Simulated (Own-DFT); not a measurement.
# Which defects push the lattice out? zincblende GaAs

No measurement is shown. These are fixed-geometry runs of a retired plane-wave code named Own-DFT, which no person has reviewed; spin and spin-orbit coupling are neglected.

Method: PBE; PseudoDojo norm-conserving scalar-relativistic files; cutoff 42 hartree; 3 x 3 x 3 k mesh centred on Gamma; Fermi-Dirac smearing of 0.1 eV.

Known weak points (not all hold for every row): not probed for a lower state with spin; forces not confirmed at this smearing and k mesh; stress not checked against mesh or cutoff.

All runs share one cell, with vectors in Å (11.737, 0.000, 0.000); (0.000, 11.737, 0.000); (0.000, 0.000, 10.833) and a volume of 1492.4 Å³, strained against the parent crystal. u is the rms random offset of the atoms per axis. The defect's site can differ from row to row.

```
cell,formula,u (Å),P (GPa)
no defect,As32Ga32,0.0285,1.21
no defect,As32Ga32,0.0310,1.27
no defect,As32Ga32,0.0550,1.66
one As vacancy and one Ga vacancy,As31Ga31,0.0291,0.98
one As vacancy and one Ga vacancy,As31Ga31,0.0308,?
one As vacancy and one Ga vacancy,As31Ga31,0.0492,1.20
one As vacancy and one Ga vacancy,As31Ga31,0.0553,1.49
one Al on a Ga site,AlAs32Ga31,0.0291,1.24
one Al on a Ga site,AlAs32Ga31,0.0477,1.47
one Al on a Ga site,AlAs32Ga31,0.0540,1.70
```

## Analysis

P = P0 + c u² + a shift for each defect gives P0 = 1.05 GPa, c = 206 ± 23 GPa/Å² and a scatter of 0.06 GPa. The shifts, and each times the cell's volume:

- one Al on a Ga site: 0.00 ± 0.05 GPa, 0.0 eV (not resolved)
- one As vacancy and one Ga vacancy: -0.26 ± 0.05 GPa, -2.4 eV

A positive shift means that the defect pushes the cell outwards. Shift times volume (160.2 GPa Å³ is 1 eV) depends little on the cell's size, so, taken for each site, it can be compared between cells at like pressure. The atoms around the defects weren't relaxed, which would change these numbers.

## Check

Question: what pressure belongs in the blank (one As vacancy and one Ga vacancy, u = 0.0308 Å)?

From the fit: 0.99 ± 0.08 GPa. The hidden result is 0.99 GPa.
